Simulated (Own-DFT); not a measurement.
GaAs (zincblende with one plane slipped along a stacking-fault path, atoms displaced) (calculated)

All values are calculated (Own-DFT development build). A calculation, not a measurement: plane-wave PBE density functional theory by an unreviewed code, no spin, of a simulated periodic cell, stress positive in tension, free energy of the whole cell less one offset for each atom, forces on such cells passed a denser k mesh, this cell's mesh not checked; offsets are fitted by least squares, one for each functional and potential file, so energies compare only between cells with the same atoms and settings and are not formation energies; the far tail of each file's local potential was reset to the Coulomb form; each entry is a single point on an unrelaxed cell, so the pressure reflects the starting lattice, mostly measured values (interpolated for alloys), from which strain is counted, and rises with the displacements; printed positions are rounded, which can move forces by about a meV/angstrom; the program, named Own-DFT, is a retired in-house code; no spin-orbit coupling.

Common to all runs: functional PBE; potential files PseudoDojo norm-conserving, scalar-relativistic, standard set; wave cutoff 42 hartree; occupations Fermi-Dirac; smearing width 0.1 eV; k mesh 4 x 4 x 2 centred on Gamma.

(1) 
```cif
# cell vector a (Å): 5.6533 -5.6533 0.0000
# cell vector b (Å): 0.0000 5.6533 -5.6533
# cell vector c (Å): 12.1546 12.1546 9.6106
data_GaAs
_symmetry_space_group_name_H-M 'P 1'
_symmetry_Int_Tables_number 1
_cell_length_a 7.9950
_cell_length_b 7.9950
_cell_length_c 19.6935
_cell_angle_alpha 84.759
_cell_angle_beta 90.000
_cell_angle_gamma 120.000
_cell_volume 1084.07
loop_
_atom_site_label
_atom_site_type_symbol
_atom_site_fract_x
_atom_site_fract_y
_atom_site_fract_z
_atom_site_occupancy
Ga1 Ga 0.00040 0.00389 0.99708 1
As1 As 0.98065 0.95732 0.12693 1
Ga2 Ga 0.13758 0.27708 0.16721 1
As2 As 0.12733 0.25190 0.29065 1
Ga3 Ga 0.28445 0.07059 0.33350 1
As3 As 0.26186 0.02557 0.45823 1
Ga4 Ga 0.07111 0.14889 0.49886 1
As4 As 0.04814 0.10414 0.62509 1
Ga5 Ga 0.21998 0.43028 0.66748 1
As5 As 0.19799 0.39565 0.79327 1
Ga6 Ga 0.35517 0.20967 0.83270 1
As6 As 0.33579 0.17303 0.95936 1
Ga7 Ga 0.99496 0.50079 0.99984 1
As7 As 0.97985 0.45868 0.12539 1
Ga8 Ga 0.14039 0.78219 0.16630 1
As8 As 0.11689 0.74579 0.29370 1
Ga9 Ga 0.28967 0.56889 0.33051 1
As9 As 0.26184 0.52210 0.45940 1
Ga10 Ga 0.08062 0.65382 0.50041 1
As10 As 0.05903 0.61593 0.62576 1
Ga11 Ga 0.21948 0.93772 0.66604 1
As11 As 0.18951 0.89077 0.79166 1
Ga12 Ga 0.35812 0.72092 0.83490 1
As12 As 0.33647 0.68392 0.95754 1
Ga13 Ga 0.49957 0.00737 0.00017 1
As13 As 0.47981 0.95430 0.12421 1
Ga14 Ga 0.64896 0.28400 0.16693 1
As14 As 0.62239 0.24974 0.28883 1
Ga15 Ga 0.78668 0.06309 0.33310 1
As15 As 0.76549 0.02420 0.45869 1
Ga16 Ga 0.57622 0.15247 0.49862 1
As16 As 0.56101 0.10969 0.62524 1
Ga17 Ga 0.71859 0.43988 0.66495 1
As17 As 0.70130 0.40192 0.78755 1
Ga18 Ga 0.86239 0.22313 0.83244 1
As18 As 0.83294 0.18200 0.95767 1
Ga19 Ga 0.50303 0.50001 0.00151 1
As19 As 0.47909 0.46479 0.12532 1
Ga20 Ga 0.64266 0.78253 0.16839 1
As20 As 0.62871 0.75219 0.29105 1
Ga21 Ga 0.77786 0.56258 0.33100 1
As21 As 0.76745 0.52790 0.45664 1
Ga22 Ga 0.57783 0.65345 0.50087 1
As22 As 0.55286 0.60811 0.62622 1
Ga23 Ga 0.71981 0.93134 0.66770 1
As23 As 0.70500 0.90177 0.79098 1
Ga24 Ga 0.85282 0.71679 0.83377 1
As24 As 0.84026 0.68568 0.95829 1
_calc_free_energy_of_cell_above_offsets '-18.766'  # eV
_calc_pressure 3.72  # GPa
_calc_stress_xx -4.39  # GPa
_calc_stress_yy -4.22  # GPa
_calc_stress_zz -2.56  # GPa
_calc_stress_yz -0.3  # GPa
_calc_stress_xz 0.04  # GPa
_calc_stress_xy 0.16  # GPa
```

Force:
```csv
element,x (eV/Å),y (eV/Å),z (eV/Å)
Ga,0.196,0.756,0.299
As,-0.545,-0.213,-0.563
Ga,0.048,-0.164,-0.247
As,-0.12,-0.027,0.339
Ga,-0.109,-0.14,0.013
As,-0.575,-0.691,0.919
Ga,1.384,0.615,-0.94
As,0.448,-0.205,-0.658
Ga,-0.455,0.368,0.26
As,0.243,-0.197,-0.28
Ga,0.274,0.003,-0.255
As,0.025,0.185,-0.888
Ga,0.192,-0.069,-0.112
As,0.152,-0.191,-0.323
Ga,0.364,-0.005,0.371
As,0.113,-0.619,-0.309
Ga,0.127,0.762,0.037
As,-0.714,-1.029,0.621
Ga,0.472,0.728,-0.855
As,0.083,-0.238,0.093
Ga,0.131,-0.043,0.136
As,0.137,-0.246,-0.173
Ga,-0.107,-0.444,-0.239
As,0.494,-0.037,0.478
Ga,-0.049,-0.345,0.607
As,0.292,0.481,-0.329
Ga,-0.993,0.042,-0.009
As,0.342,-0.169,0.826
Ga,0.113,0.566,-0.576
As,-1.404,-0.418,0.933
Ga,0.864,0.701,-0.899
As,-0.085,0.288,-0.336
Ga,-0.074,-0.537,0.252
As,0.135,0.451,0.691
Ga,-0.25,0.183,0.03
As,0.244,-0.321,-0.086
Ga,-0.549,0.185,-0.244
As,0.261,-0.253,0.445
Ga,-0.233,-0.243,-0.149
As,-0.207,-0.072,0.358
Ga,0.321,0.218,0.007
As,-0.681,-0.367,1.031
Ga,0.514,0.356,-0.749
As,0.052,0.006,-0.486
Ga,-0.361,0.153,0.259
As,-0.294,0.572,0.255
Ga,-0.002,-0.163,0.134
As,-0.215,-0.174,0.311
```

(2) 
```cif
# cell vector a (Å): 5.6533 -5.6533 0.0000
# cell vector b (Å): 0.0000 5.6533 -5.6533
# cell vector c (Å): 12.1546 12.1546 9.6106
data_GaAs
_symmetry_space_group_name_H-M 'P 1'
_symmetry_Int_Tables_number 1
_cell_length_a 7.9950
_cell_length_b 7.9950
_cell_length_c 19.6935
_cell_angle_alpha 84.759
_cell_angle_beta 90.000
_cell_angle_gamma 120.000
_cell_volume 1084.07
loop_
_atom_site_label
_atom_site_type_symbol
_atom_site_fract_x
_atom_site_fract_y
_atom_site_fract_z
_atom_site_occupancy
Ga1 Ga 0.00290 0.99934 0.00175 1
As1 As 0.97982 0.96552 0.12476 1
Ga2 Ga 0.13281 0.28242 0.16927 1
As2 As 0.11761 0.24652 0.29293 1
Ga3 Ga 0.28803 0.06752 0.33202 1
As3 As 0.26357 0.02709 0.45828 1
Ga4 Ga 0.06808 0.14906 0.49824 1
As4 As 0.06509 0.11803 0.62598 1
Ga5 Ga 0.21628 0.43447 0.66617 1
As5 As 0.20869 0.39764 0.79259 1
Ga6 Ga 0.35499 0.21792 0.83194 1
As6 As 0.34050 0.18287 0.95776 1
Ga7 Ga 0.00139 0.50362 0.99979 1
As7 As 0.98760 0.46540 0.12392 1
Ga8 Ga 0.14510 0.78457 0.16278 1
As8 As 0.12438 0.74950 0.29189 1
Ga9 Ga 0.28071 0.56334 0.33023 1
As9 As 0.26254 0.52651 0.46012 1
Ga10 Ga 0.07769 0.65601 0.49978 1
As10 As 0.05343 0.60669 0.62764 1
Ga11 Ga 0.21299 0.93259 0.66673 1
As11 As 0.20163 0.89377 0.79161 1
Ga12 Ga 0.35955 0.71721 0.83328 1
As12 As 0.33593 0.67621 0.95718 1
Ga13 Ga 0.50707 0.00520 0.00203 1
As13 As 0.48257 0.96602 0.12708 1
Ga14 Ga 0.64743 0.28899 0.16839 1
As14 As 0.62395 0.24040 0.29457 1
Ga15 Ga 0.77942 0.06202 0.33661 1
As15 As 0.76255 0.03600 0.45383 1
Ga16 Ga 0.57723 0.15444 0.49796 1
As16 As 0.55192 0.10712 0.62642 1
Ga17 Ga 0.71878 0.42559 0.66826 1
As17 As 0.69313 0.39553 0.79080 1
Ga18 Ga 0.85217 0.21869 0.83479 1
As18 As 0.84320 0.18430 0.95605 1
Ga19 Ga 0.49113 0.50489 0.00125 1
As19 As 0.47625 0.46651 0.12665 1
Ga20 Ga 0.64366 0.78269 0.16880 1
As20 As 0.61839 0.74329 0.29093 1
Ga21 Ga 0.78029 0.57054 0.33207 1
As21 As 0.75915 0.52294 0.45989 1
Ga22 Ga 0.56437 0.63854 0.50036 1
As22 As 0.55822 0.61847 0.62346 1
Ga23 Ga 0.71260 0.93003 0.66750 1
As23 As 0.69431 0.90351 0.79155 1
Ga24 Ga 0.86437 0.72171 0.83177 1
As24 As 0.84211 0.68361 0.95669 1
_calc_free_energy_of_cell_above_offsets '-18.256'  # eV
_calc_pressure 3.9  # GPa
_calc_stress_xx -4.59  # GPa
_calc_stress_yy -4.49  # GPa
_calc_stress_zz -2.61  # GPa
_calc_stress_yz -0.05  # GPa
_calc_stress_xz -0.22  # GPa
_calc_stress_xy 0.03  # GPa
```

Force:
```csv
element,x (eV/Å),y (eV/Å),z (eV/Å)
Ga,-0.397,-0.11,-0.474
As,0.243,0.004,0.25
Ga,0.297,-0.466,-0.039
As,-0.06,-0.485,0.452
Ga,-0.169,0.492,0.042
As,-0.946,-0.524,0.867
Ga,1.174,0.647,-0.783
As,-0.951,0.181,0.168
Ga,0.625,-0.019,0.032
As,-1.158,0.691,-0.214
Ga,0.472,-0.304,0.598
As,0.276,-0.053,0.145
Ga,-0.348,-0.04,-0.019
As,-0.427,0.346,0.09
Ga,0.221,0.709,0.197
As,-0.555,-0.346,-0.055
Ga,0.41,0.727,0.114
As,-1.735,-0.926,0.739
Ga,0.669,0.931,-0.68
As,-0.187,-0.047,-0.631
Ga,0.15,-0.185,0.268
As,-0.144,0.213,-0.274
Ga,0.053,-0.116,0.142
As,0.302,0.594,-0.59
Ga,-0.457,-0.095,-0.032
As,0.269,-0.344,-0.201
Ga,-0.217,0.208,-0.094
As,-0.138,-0.061,-0.784
Ga,-0.619,-0.885,-0.604
As,0.099,-0.254,2.197
Ga,0.9,1.233,-0.611
As,-0.208,-0.341,-0.413
Ga,-0.601,0.334,-0.393
As,0.424,0.235,-0.06
Ga,0.135,-0.595,-0.633
As,0.521,0.291,0.624
Ga,0.453,-0.753,0.142
As,0.077,-0.326,0.353
Ga,-0.386,-0.039,-0.388
As,0.331,0.254,-0.075
Ga,0.371,-0.166,0.419
As,-0.644,-0.954,0.495
Ga,1.323,0.584,-1.334
As,0.317,-0.208,0.731
Ga,0.374,-0.166,-0.426
As,0.418,-0.541,0.332
Ga,-0.403,0.291,-0.016
As,-0.155,0.385,0.424
```

(3) 
```cif
# cell vector a (Å): 5.6533 -5.6533 0.0000
# cell vector b (Å): 0.0000 5.6533 -5.6533
# cell vector c (Å): 12.1546 12.1546 9.6106
data_GaAs
_symmetry_space_group_name_H-M 'P 1'
_symmetry_Int_Tables_number 1
_cell_length_a 7.9950
_cell_length_b 7.9950
_cell_length_c 19.6935
_cell_angle_alpha 84.759
_cell_angle_beta 90.000
_cell_angle_gamma 120.000
_cell_volume 1084.07
loop_
_atom_site_label
_atom_site_type_symbol
_atom_site_fract_x
_atom_site_fract_y
_atom_site_fract_z
_atom_site_occupancy
Ga1 Ga 0.00784 0.00710 0.99849 1
As1 As 0.98137 0.96623 0.12551 1
Ga2 Ga 0.14426 0.29360 0.16309 1
As2 As 0.12826 0.25021 0.29218 1
Ga3 Ga 0.28395 0.06972 0.33199 1
As3 As 0.26578 0.03093 0.46009 1
Ga4 Ga 0.07078 0.15018 0.49877 1
As4 As 0.06376 0.12038 0.62517 1
Ga5 Ga 0.22277 0.43764 0.66793 1
As5 As 0.19949 0.39351 0.79263 1
Ga6 Ga 0.35623 0.21368 0.83186 1
As6 As 0.33194 0.16930 0.95930 1
Ga7 Ga 0.99943 0.50070 0.99757 1
As7 As 0.98528 0.46351 0.12499 1
Ga8 Ga 0.14407 0.78119 0.16444 1
As8 As 0.12771 0.74914 0.28947 1
Ga9 Ga 0.27746 0.56751 0.33470 1
As9 As 0.25918 0.52702 0.45885 1
Ga10 Ga 0.06511 0.64765 0.50171 1
As10 As 0.05305 0.60170 0.62504 1
Ga11 Ga 0.21320 0.92409 0.66834 1
As11 As 0.18623 0.88964 0.79140 1
Ga12 Ga 0.36447 0.72495 0.83357 1
As12 As 0.33450 0.67765 0.95792 1
Ga13 Ga 0.49400 0.99556 0.00043 1
As13 As 0.48009 0.96348 0.11940 1
Ga14 Ga 0.64001 0.28362 0.16843 1
As14 As 0.62185 0.24481 0.29031 1
Ga15 Ga 0.78492 0.05702 0.33565 1
As15 As 0.76771 0.02894 0.45756 1
Ga16 Ga 0.56946 0.15071 0.50247 1
As16 As 0.55150 0.10997 0.62350 1
Ga17 Ga 0.71865 0.43474 0.66683 1
As17 As 0.69093 0.38787 0.78953 1
Ga18 Ga 0.85539 0.21352 0.83401 1
As18 As 0.84466 0.17757 0.95569 1
Ga19 Ga 0.49965 0.49979 0.00096 1
As19 As 0.47745 0.45888 0.12317 1
Ga20 Ga 0.64038 0.78230 0.16643 1
As20 As 0.62188 0.74634 0.29206 1
Ga21 Ga 0.78068 0.56119 0.33231 1
As21 As 0.76663 0.52314 0.45602 1
Ga22 Ga 0.58197 0.65413 0.49955 1
As22 As 0.55554 0.60947 0.62574 1
Ga23 Ga 0.72545 0.93641 0.66734 1
As23 As 0.69805 0.89702 0.78904 1
Ga24 Ga 0.85768 0.71768 0.83499 1
As24 As 0.83497 0.67330 0.95535 1
_calc_free_energy_of_cell_above_offsets '-18.330'  # eV
_calc_pressure 3.87  # GPa
_calc_stress_xx -4.77  # GPa
_calc_stress_yy -4.23  # GPa
_calc_stress_zz -2.62  # GPa
_calc_stress_yz -0.77  # GPa
_calc_stress_xz -0.47  # GPa
_calc_stress_xy 0.04  # GPa
```

Force:
```csv
element,x (eV/Å),y (eV/Å),z (eV/Å)
Ga,-0.545,0.318,1.068
As,-0.115,-0.322,0.027
Ga,0.413,0.011,0.999
As,-0.654,-0.077,-0.197
Ga,0.228,0.084,0.306
As,-1.509,-0.909,0.96
Ga,1.496,0.67,-1.035
As,-0.12,-0.301,0.322
Ga,-0.011,0.038,0.34
As,-0.069,0.454,-0.336
Ga,0.074,0.116,0.346
As,0.491,-0.475,-1.125
Ga,-0.066,0.127,0.405
As,-0.971,0.298,-0.281
Ga,0.059,0.351,-0.327
As,-0.311,0.32,0.085
Ga,0.252,-0.246,-0.087
As,-0.196,-0.57,0.894
Ga,1.302,0.083,-1.255
As,0.235,0.412,-0.306
Ga,-0.396,-0.071,-0.39
As,0.654,-0.289,-0.1
Ga,-0.497,-0.117,0.264
As,0.358,-0.336,-0.053
Ga,-0.119,-0.846,-0.677
As,1.112,0.698,0.647
Ga,-0.367,-0.597,-0.195
As,0.467,-0.177,0.579
Ga,-0.226,-0.021,-0.931
As,-1.23,0.278,1.36
Ga,0.909,-0.298,-1.204
As,0.813,0.288,0.523
Ga,-0.413,-0.185,0.252
As,0.716,0.337,-0.126
Ga,-0.214,-0.354,-0.453
As,-0.144,0.836,0.379
Ga,-0.564,-0.332,-0.112
As,0.709,0.117,-0.124
Ga,-0.162,0.047,-0.135
As,-0.315,-0.23,0.313
Ga,0.059,-0.168,-0.568
As,-1.187,-0.011,1.153
Ga,0.257,0.658,-0.773
As,0.303,-0.085,-0.573
Ga,-0.641,-0.191,-0.389
As,0.478,0.249,0.335
Ga,-1.048,-0.38,0.101
As,0.703,0.796,0.096
```

(4) 
```cif
# cell vector a (Å): 5.6533 -5.6533 0.0000
# cell vector b (Å): 0.0000 5.6533 -5.6533
# cell vector c (Å): 12.1546 12.1546 9.6106
data_GaAs
_symmetry_space_group_name_H-M 'P 1'
_symmetry_Int_Tables_number 1
_cell_length_a 7.9950
_cell_length_b 7.9950
_cell_length_c 19.6935
_cell_angle_alpha 84.759
_cell_angle_beta 90.000
_cell_angle_gamma 120.000
_cell_volume 1084.07
loop_
_atom_site_label
_atom_site_type_symbol
_atom_site_fract_x
_atom_site_fract_y
_atom_site_fract_z
_atom_site_occupancy
Ga1 Ga 0.00474 0.00310 0.00100 1
As1 As 0.97659 0.96521 0.12384 1
Ga2 Ga 0.13664 0.28300 0.16876 1
As2 As 0.11852 0.23633 0.29204 1
Ga3 Ga 0.27981 0.06504 0.33257 1
As3 As 0.26752 0.02803 0.45923 1
Ga4 Ga 0.07578 0.14808 0.49948 1
As4 As 0.05623 0.10774 0.62343 1
Ga5 Ga 0.21965 0.43517 0.66788 1
As5 As 0.19703 0.39463 0.79234 1
Ga6 Ga 0.35450 0.21509 0.83419 1
As6 As 0.33183 0.17446 0.95991 1
Ga7 Ga 0.00704 0.49956 0.99742 1
As7 As 0.97437 0.46129 0.12416 1
Ga8 Ga 0.14410 0.78336 0.16503 1
As8 As 0.12357 0.74458 0.29124 1
Ga9 Ga 0.28518 0.56854 0.33246 1
As9 As 0.26696 0.53453 0.45504 1
Ga10 Ga 0.07597 0.65399 0.49983 1
As10 As 0.06152 0.61811 0.62344 1
Ga11 Ga 0.20940 0.93417 0.66791 1
As11 As 0.20047 0.90162 0.79433 1
Ga12 Ga 0.36444 0.72160 0.83078 1
As12 As 0.34770 0.68797 0.95833 1
Ga13 Ga 0.49930 0.00442 0.99966 1
As13 As 0.48242 0.96076 0.12340 1
Ga14 Ga 0.64468 0.28681 0.16778 1
As14 As 0.61659 0.23958 0.29060 1
Ga15 Ga 0.78244 0.07369 0.33214 1
As15 As 0.76487 0.03124 0.45851 1
Ga16 Ga 0.57580 0.14947 0.50004 1
As16 As 0.56879 0.12381 0.62477 1
Ga17 Ga 0.72452 0.43872 0.66515 1
As17 As 0.69534 0.39271 0.79110 1
Ga18 Ga 0.85644 0.20646 0.83323 1
As18 As 0.84608 0.18238 0.95947 1
Ga19 Ga 0.50450 0.50886 0.00125 1
As19 As 0.47961 0.46152 0.12330 1
Ga20 Ga 0.64519 0.78483 0.16648 1
As20 As 0.62659 0.75460 0.29354 1
Ga21 Ga 0.78055 0.56588 0.33405 1
As21 As 0.76705 0.53078 0.46157 1
Ga22 Ga 0.57525 0.65667 0.49874 1
As22 As 0.55146 0.61326 0.62612 1
Ga23 Ga 0.71966 0.93167 0.66769 1
As23 As 0.69981 0.89489 0.79172 1
Ga24 Ga 0.85845 0.71174 0.83315 1
As24 As 0.83765 0.68412 0.95782 1
_calc_free_energy_of_cell_above_offsets '-18.436'  # eV
_calc_pressure 3.83  # GPa
_calc_stress_xx -4.55  # GPa
_calc_stress_yy -4.39  # GPa
_calc_stress_zz -2.53  # GPa
_calc_stress_yz -0.27  # GPa
_calc_stress_xz 0.03  # GPa
_calc_stress_xy 0.22  # GPa
```

Force:
```csv
element,x (eV/Å),y (eV/Å),z (eV/Å)
Ga,-0.514,0.19,0.284
As,0.684,-0.268,0.215
Ga,-0.178,-0.304,-0.361
As,0.25,0.445,-0.64
Ga,0.236,-0.109,0.446
As,-1.157,-0.793,0.811
Ga,0.717,0.726,-1.227
As,0.165,0.686,-0.387
Ga,-0.478,0.016,0.267
As,-0.056,0.119,-0.116
Ga,0.429,0.19,-0.239
As,0.588,-0.162,-0.927
Ga,-0.002,0.676,-0.332
As,0.391,-0.399,-0.237
Ga,-0.159,0.315,-0.069
As,-0.346,0.005,-0.006
Ga,-0.302,-0.365,-0.012
As,-0.575,-0.358,1.504
Ga,1.036,0.294,-1.095
As,0.377,0.088,0.27
Ga,0.843,-0.589,-0.117
As,-0.558,-0.527,0.183
Ga,-0.027,0.357,0.423
As,-0.414,-0.261,-0.021
Ga,0.293,-0.139,-0.168
As,0.304,0.363,-0.08
Ga,-0.736,-0.14,0.113
As,0.26,0.529,-0.429
Ga,0.317,0.092,0.355
As,-0.813,-1.074,0.859
Ga,1.085,1.001,-1.071
As,-0.526,0.169,0.832
Ga,-0.029,0.423,-0.085
As,0.153,-0.199,0.141
Ga,0.243,0.623,-0.422
As,-0.642,-0.143,0.117
Ga,-0.504,-0.416,0.209
As,0.386,0.548,0.42
Ga,-0.228,0.197,0.38
As,-0.434,-0.567,0.146
Ga,0.124,-0.039,0.074
As,-1.488,-0.825,0.889
Ga,0.901,0.795,-0.773
As,0.199,-0.543,-0.226
Ga,-0.229,0.159,-0.311
As,-0.012,-0.428,0.134
Ga,0.018,0.115,0.018
As,0.41,-0.471,0.26
```

(5) 
```cif
# cell vector a (Å): 5.6533 -5.6533 0.0000
# cell vector b (Å): 0.0000 5.6533 -5.6533
# cell vector c (Å): 12.1546 12.1546 9.6106
data_GaAs
_symmetry_space_group_name_H-M 'P 1'
_symmetry_Int_Tables_number 1
_cell_length_a 7.9950
_cell_length_b 7.9950
_cell_length_c 19.6935
_cell_angle_alpha 84.759
_cell_angle_beta 90.000
_cell_angle_gamma 120.000
_cell_volume 1084.07
loop_
_atom_site_label
_atom_site_type_symbol
_atom_site_fract_x
_atom_site_fract_y
_atom_site_fract_z
_atom_site_occupancy
Ga1 Ga 0.00626 0.00510 0.99930 1
As1 As 0.98416 0.95886 0.12658 1
Ga2 Ga 0.13994 0.28679 0.16729 1
As2 As 0.12364 0.24161 0.29333 1
Ga3 Ga 0.28209 0.06434 0.33174 1
As3 As 0.25975 0.01610 0.45635 1
Ga4 Ga 0.07532 0.15448 0.49663 1
As4 As 0.04758 0.10310 0.62483 1
Ga5 Ga 0.21851 0.43738 0.66573 1
As5 As 0.19366 0.39686 0.78947 1
Ga6 Ga 0.36109 0.22219 0.83601 1
As6 As 0.34126 0.17344 0.95890 1
Ga7 Ga 0.00815 0.50411 0.00103 1
As7 As 0.97303 0.46298 0.12552 1
Ga8 Ga 0.13853 0.77996 0.16651 1
As8 As 0.11436 0.74022 0.29234 1
Ga9 Ga 0.27753 0.56156 0.33202 1
As9 As 0.26507 0.53189 0.45564 1
Ga10 Ga 0.07587 0.65190 0.49882 1
As10 As 0.04979 0.60447 0.62471 1
Ga11 Ga 0.21727 0.93428 0.66882 1
As11 As 0.20236 0.89224 0.79160 1
Ga12 Ga 0.36148 0.72589 0.83207 1
As12 As 0.34901 0.68377 0.95808 1
Ga13 Ga 0.49909 0.99548 0.99873 1
As13 As 0.48619 0.96698 0.12530 1
Ga14 Ga 0.64557 0.27723 0.16972 1
As14 As 0.62812 0.24960 0.29135 1
Ga15 Ga 0.78429 0.07188 0.33247 1
As15 As 0.76344 0.02461 0.45549 1
Ga16 Ga 0.57768 0.15412 0.49937 1
As16 As 0.55242 0.11711 0.62619 1
Ga17 Ga 0.71227 0.43474 0.66566 1
As17 As 0.68496 0.39370 0.79351 1
Ga18 Ga 0.85656 0.21039 0.83364 1
As18 As 0.83492 0.17350 0.95866 1
Ga19 Ga 0.50638 0.50066 0.99921 1
As19 As 0.47964 0.45348 0.12318 1
Ga20 Ga 0.63456 0.77725 0.16680 1
As20 As 0.61590 0.74127 0.29044 1
Ga21 Ga 0.78857 0.57373 0.33269 1
As21 As 0.75661 0.53476 0.45939 1
Ga22 Ga 0.58403 0.66066 0.50301 1
As22 As 0.56135 0.61111 0.62430 1
Ga23 Ga 0.71928 0.93492 0.66661 1
As23 As 0.71142 0.90279 0.79071 1
Ga24 Ga 0.86106 0.71275 0.83235 1
As24 As 0.83694 0.68260 0.96035 1
_calc_free_energy_of_cell_above_offsets '-18.472'  # eV
_calc_pressure 3.8  # GPa
_calc_stress_xx -4.15  # GPa
_calc_stress_yy -4.5  # GPa
_calc_stress_zz -2.75  # GPa
_calc_stress_yz -0.36  # GPa
_calc_stress_xz -0.15  # GPa
_calc_stress_xy 0.31  # GPa
```

Force:
```csv
element,x (eV/Å),y (eV/Å),z (eV/Å)
Ga,0.016,0.404,0.423
As,-0.504,0.471,-0.407
Ga,-0.082,-0.23,0.126
As,-0.426,-0.08,-0.347
Ga,0.294,-0.288,0.122
As,-0.252,-0.14,0.644
Ga,1.128,0.43,-0.749
As,0.515,-0.27,-0.87
Ga,-0.29,-0.443,0.335
As,0.648,0.197,0.107
Ga,-1.012,0.156,0.295
As,0.107,0.303,-0.382
Ga,-0.549,-0.028,-0.043
As,0.454,-0.643,-0.025
Ga,0.475,-0.072,-0.103
As,0.398,-0.655,-0.61
Ga,0.103,0.055,-0.179
As,0.064,-0.696,1.274
Ga,0.364,0.806,-0.654
As,0.365,0.219,-0.552
Ga,-0.612,-0.319,0.117
As,-0.078,0.95,-0.494
Ga,0.454,-0.847,0.519
As,-0.536,-0.207,0.42
Ga,0.497,0.378,0.104
As,-0.527,-0.168,0.4
Ga,-0.596,0.313,-0.369
As,-0.039,0.537,0.203
Ga,-0.338,-0.504,0.335
As,-0.504,0.016,1.001
Ga,0.458,0.725,-0.854
As,-0.027,-0.659,0.213
Ga,0.648,-0.008,0.528
As,0.486,-1.166,-0.322
Ga,0.049,0.565,-0.611
As,0.505,0.037,-0.547
Ga,-0.338,0.181,0.371
As,0.313,0.404,0.074
Ga,0.033,-0.535,-0.134
As,0.34,0.179,-0.224
Ga,-0.494,0.642,0.534
As,-0.373,-1.994,1.087
Ga,-0.547,1.154,-1.169
As,-0.132,1.056,-0.126
Ga,-0.465,0.372,0.077
As,-0.635,0.045,0.645
Ga,0.335,0.366,0.112
As,0.307,-1.005,-0.297
```
